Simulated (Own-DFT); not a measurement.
Simulation results for SiC (4H silicon carbide, atoms displaced)

All values are calculated (Own-DFT development build). A calculation, not a measurement: plane-wave PBE density functional theory by an unreviewed code, no spin, of a simulated periodic cell, stress positive in tension, free energy of the whole cell less one offset for each atom, forces on such cells passed a denser k mesh, this cell's mesh not checked; offsets are fitted by least squares, one for each functional and potential file, so energies compare only between cells with the same atoms and settings and are not formation energies; the far tail of each file's local potential was reset to the Coulomb form; each entry is a single point on an unrelaxed cell, so the pressure reflects the starting lattice, mostly measured values (interpolated for alloys), from which strain is counted, and rises with the displacements; printed positions are rounded, which can move forces by about a meV/angstrom; the program, named Own-DFT, is a retired in-house code; no spin-orbit coupling.

```cif
# cell vector a (Å): 9.2481 0.0000 0.0000
# cell vector b (Å): -4.6241 8.0091 0.0000
# cell vector c (Å): 0.0000 0.0000 10.0681
data_SiC
_symmetry_space_group_name_H-M 'P 1'
_symmetry_Int_Tables_number 1
_cell_length_a 9.2481
_cell_length_b 9.2481
_cell_length_c 10.0681
_cell_angle_alpha 90.000
_cell_angle_beta 90.000
_cell_angle_gamma 120.000
_cell_volume 745.73
loop_
_atom_site_label
_atom_site_type_symbol
_atom_site_fract_x
_atom_site_fract_y
_atom_site_fract_z
_atom_site_occupancy
Si1 Si 0.02291 0.01657 0.41275 1
Si2 Si 0.10661 0.21786 0.14912 1
C1 C 0.99620 0.00509 0.10057 1
C2 C 0.11981 0.20781 0.36087 1
Si3 Si 0.00490 0.32097 0.40524 1
Si4 Si 0.09505 0.55878 0.14909 1
C3 C 0.00692 0.33733 0.10538 1
C4 C 0.11258 0.55310 0.34219 1
Si5 Si 0.98783 0.65713 0.40737 1
Si6 Si 0.11058 0.88835 0.16643 1
C5 C 0.99084 0.66854 0.11282 1
C6 C 0.09828 0.87660 0.32312 1
Si7 Si 0.34263 0.01820 0.39807 1
Si8 Si 0.45567 0.22864 0.14955 1
C7 C 0.31585 0.00963 0.09170 1
C8 C 0.43943 0.21049 0.34687 1
Si9 Si 0.33786 0.32719 0.39559 1
Si10 Si 0.44686 0.55888 0.15161 1
C9 C 0.34223 0.34567 0.07832 1
C10 C 0.46512 0.58151 0.33094 1
Si11 Si 0.32890 0.66006 0.41433 1
Si12 Si 0.42257 0.87595 0.16074 1
C11 C 0.33516 0.65554 0.08968 1
C12 C 0.42389 0.88958 0.33371 1
Si13 Si 0.66655 0.01568 0.41746 1
Si14 Si 0.77217 0.23919 0.15299 1
C13 C 0.65865 0.00602 0.08768 1
C14 C 0.76699 0.22844 0.34749 1
Si15 Si 0.66532 0.34438 0.39411 1
Si16 Si 0.77653 0.55308 0.16260 1
C15 C 0.69251 0.34345 0.08939 1
C16 C 0.76031 0.52900 0.34091 1
Si17 Si 0.65305 0.65572 0.41059 1
Si18 Si 0.77752 0.89212 0.15674 1
C17 C 0.68303 0.66039 0.07679 1
C18 C 0.77926 0.89067 0.33989 1
Si19 Si 0.99446 0.98966 0.89630 1
Si20 Si 0.88836 0.75307 0.66499 1
C19 C 0.01852 0.01897 0.59450 1
C20 C 0.88549 0.76452 0.84776 1
Si21 Si 0.01687 0.67139 0.91692 1
Si22 Si 0.87946 0.44968 0.66698 1
C21 C 0.99806 0.66803 0.59605 1
C22 C 0.90394 0.46799 0.83661 1
Si23 Si 0.98729 0.32188 0.91140 1
Si24 Si 0.88349 0.10930 0.65482 1
C23 C 0.99983 0.32805 0.57818 1
C24 C 0.88667 0.11494 0.83655 1
Si25 Si 0.65788 0.00903 0.91513 1
Si26 Si 0.56029 0.76891 0.65378 1
C25 C 0.66678 0.00675 0.58884 1
C26 C 0.55084 0.76472 0.84377 1
Si27 Si 0.66023 0.66848 0.90322 1
Si28 Si 0.57873 0.44890 0.64780 1
C27 C 0.67226 0.67738 0.59460 1
C28 C 0.53375 0.43456 0.84935 1
Si29 Si 0.66507 0.34026 0.89710 1
Si30 Si 0.55391 0.11909 0.66141 1
C29 C 0.66755 0.34114 0.59737 1
C30 C 0.57238 0.13068 0.84143 1
Si31 Si 0.33265 0.98876 0.90049 1
Si32 Si 0.21565 0.78840 0.65914 1
C31 C 0.35499 0.99818 0.60854 1
C32 C 0.22168 0.78968 0.85595 1
Si33 Si 0.34155 0.67800 0.91387 1
Si34 Si 0.23407 0.46149 0.67761 1
C33 C 0.33843 0.67808 0.59408 1
C34 C 0.22118 0.43730 0.84067 1
Si35 Si 0.31998 0.32334 0.91433 1
Si36 Si 0.23548 0.11639 0.66137 1
C35 C 0.31275 0.31887 0.58332 1
C36 C 0.21532 0.10834 0.84344 1
_calc_functional 'PBE'
_calc_potential_files 'PseudoDojo norm-conserving, scalar-relativistic, standard set'
_calc_wave_cutoff 42  # hartree
_calc_occupations 'Fermi-Dirac'
_calc_smearing_width 0.1  # eV
_calc_hardware 'one NVIDIA H100'
_calc_k_mesh '4 x 4 x 3 centred on Gamma'
_calc_free_energy_of_cell_above_offsets '10.279'  # eV
_calc_pressure 10.88  # GPa
_calc_stress_xx -6.57  # GPa
_calc_stress_yy -11.61  # GPa
_calc_stress_zz -14.47  # GPa
_calc_stress_yz 1.1  # GPa
_calc_stress_xz -1.1  # GPa
_calc_stress_xy 0.95  # GPa
_calc_wall_time 360.5  # s
```

Force:
```
element  x (eV/Å)  y (eV/Å)  z (eV/Å)
     Si    -1.908    -8.342     0.409
     Si     1.631     0.924     2.053
      C      0.76    -1.594    -2.628
      C    -1.808     6.593    -6.138
     Si    -1.607     1.627    -1.485
     Si     4.394    -0.791     2.886
      C    -2.365    -0.424     -2.14
      C    -0.497    -0.865     0.222
     Si     1.556     0.459     -1.08
     Si    -1.942     1.572     -8.03
      C     1.315     0.884    -3.604
      C     0.263     0.795     11.91
     Si    -0.445    -8.264     2.678
     Si    -0.993    -0.308    -0.295
      C     3.445    -1.105    -0.893
      C     0.464     6.931    -3.416
     Si    -1.057     2.086     2.334
     Si     2.146     0.131    -1.077
      C     0.039    -1.373     7.067
      C    -3.191    -4.078     1.245
     Si    -0.828     1.592     -2.54
     Si     1.136     1.883    -2.548
      C    -3.209     1.971     1.006
      C      2.49    -0.467     3.848
     Si     0.417    -2.357    -4.789
     Si     6.668    -5.726     3.522
      C    -0.076    -0.521     3.152
      C     2.157    -0.284    -1.282
     Si     0.818    -8.622     5.175
     Si    -0.998     0.357    -1.726
      C    -7.195     2.163    -2.749
      C    -0.724     9.974    -0.818
     Si     3.298       3.8    -0.775
     Si    -0.562    -0.394    -0.558
      C    -3.134     1.263     3.967
      C    -0.276      0.28       2.3
     Si     -0.89     1.067     1.539
     Si    -3.477     5.268    -0.311
      C    -0.218    -3.373     1.143
      C      0.13     0.447    -0.171
     Si    -4.109    -0.373     0.886
     Si     3.672    -1.379    -4.782
      C      1.85    -1.175    -1.662
      C     -0.02    -2.872     4.113
     Si     1.204     2.083    -0.999
     Si     1.381     1.452    -1.488
      C    -1.082     1.494     5.337
      C    -0.411    -1.827     1.852
     Si     2.668    -1.074    -3.197
     Si    -3.205     3.084      1.03
      C      0.02    -1.071     3.573
      C    -1.664     3.377    -0.792
     Si     2.342    -2.482    -0.314
     Si    -7.967     0.819     2.879
      C     2.601     -2.62    -0.711
      C     2.704     1.504    -1.891
     Si     0.052     2.398     1.533
     Si     4.122     1.105    -0.504
      C     3.078    -2.309    -2.406
      C    -1.605    -2.859     0.635
     Si     -1.64     7.267     2.567
     Si     2.456    -1.637     0.125
      C    -5.564      0.23    -3.159
      C     2.561     -4.22     -2.76
     Si    -0.145    -2.443    -2.082
     Si    -0.565    -2.515    -8.292
      C    -0.117    -1.073     1.823
      C     -1.81     0.861     6.041
     Si     0.329     0.084    -5.552
     Si    -1.107    -0.239    -0.717
      C     2.867     3.805     0.882
      C     1.379    -0.575     0.624
```
